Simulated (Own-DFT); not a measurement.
# Response to strain: diamond-structure GeSn with randomly placed atoms, 64 atoms (Ge52Sn12)

Calculated results; nothing here was measured. They come from Own-DFT, an in-house plane-wave density functional program, since retired, whose code no person has reviewed. Each row is one single-point run on a periodic cell that was not relaxed, without spin or spin-orbit coupling.

Settings of every run: PBE; PseudoDojo norm-conserving scalar-relativistic files; cutoff 49 hartree; 3 x 3 x 3 k mesh centred on Gamma; Fermi-Dirac smearing of 0.1 eV.

Known limits: forces on such cells moved up to 12 meV/angstrom on a denser k mesh; stress not checked against mesh or cutoff.

Unstrained cell vectors in Å: (11.628, 0.000, 0.000); (0.000, 11.628, 0.000); (0.000, 0.000, 11.628). The unstrained cell has measured lattice constants (interpolated for alloys), not those of this functional. That, the random moves and any unrelaxed bonds set the pressure at no strain. Each run strains this cell uniformly, with the atoms carried along. Every atom was also moved at random, by a Gaussian of width 0.05 Å on each axis. The random placing of the alloy's atoms differs from row to row. Strain is the symmetric tensor, in per cent. Stress is positive in tension, and the pressure is minus a third of its trace.

```
run,e_xx (%),e_yy (%),e_zz (%),s_xx (GPa),s_yy (GPa),s_zz (GPa),P (GPa),E (meV/atom)
1,-0.50,-0.50,0.00,-6.31,-6.19,-6.12,6.21,33.3
2,0.25,0.25,0.00,-4.97,-4.85,-5.09,4.97,12.8
3,2.00,2.00,0.00,-2.40,-2.42,-3.36,2.73,0.0
4,-0.25,-0.25,0.00,-6.12,-5.83,-5.79,5.91,34.8
5,2.50,2.50,0.00,-1.89,-1.87,-3.16,2.31,9.9
6,-2.00,-2.00,0.00,-9.34,-9.32,-7.93,8.86,76.0
7,0.50,0.50,0.00,-4.38,-4.49,-4.61,4.50,0.0
8,-2.50,-2.50,0.00,-10.04,-10.15,-8.78,9.66,80.6
9,1.75,1.75,0.00,?,?,?,?,?
```

E is the free energy for each atom above the lowest run shown.

## Worked fit

The change of volume is close to e_xx + e_yy + e_zz. A straight line through the runs shown gives P = 5.66 - 75 x (fractional change of volume) GPa, with an error of 4 on the slope and a scatter of 0.33 GPa. The strain isn't the same on all axes, but the crystal is cubic, so the slope still estimates the bulk modulus, averaged over pressures from 2.3 to 9.7 GPa.

## Withheld run

Question: what pressure should run 9 give? Its volume changes by 3.53 %.

The line gives 3.0 GPa. The calculation gave 3.35 GPa.
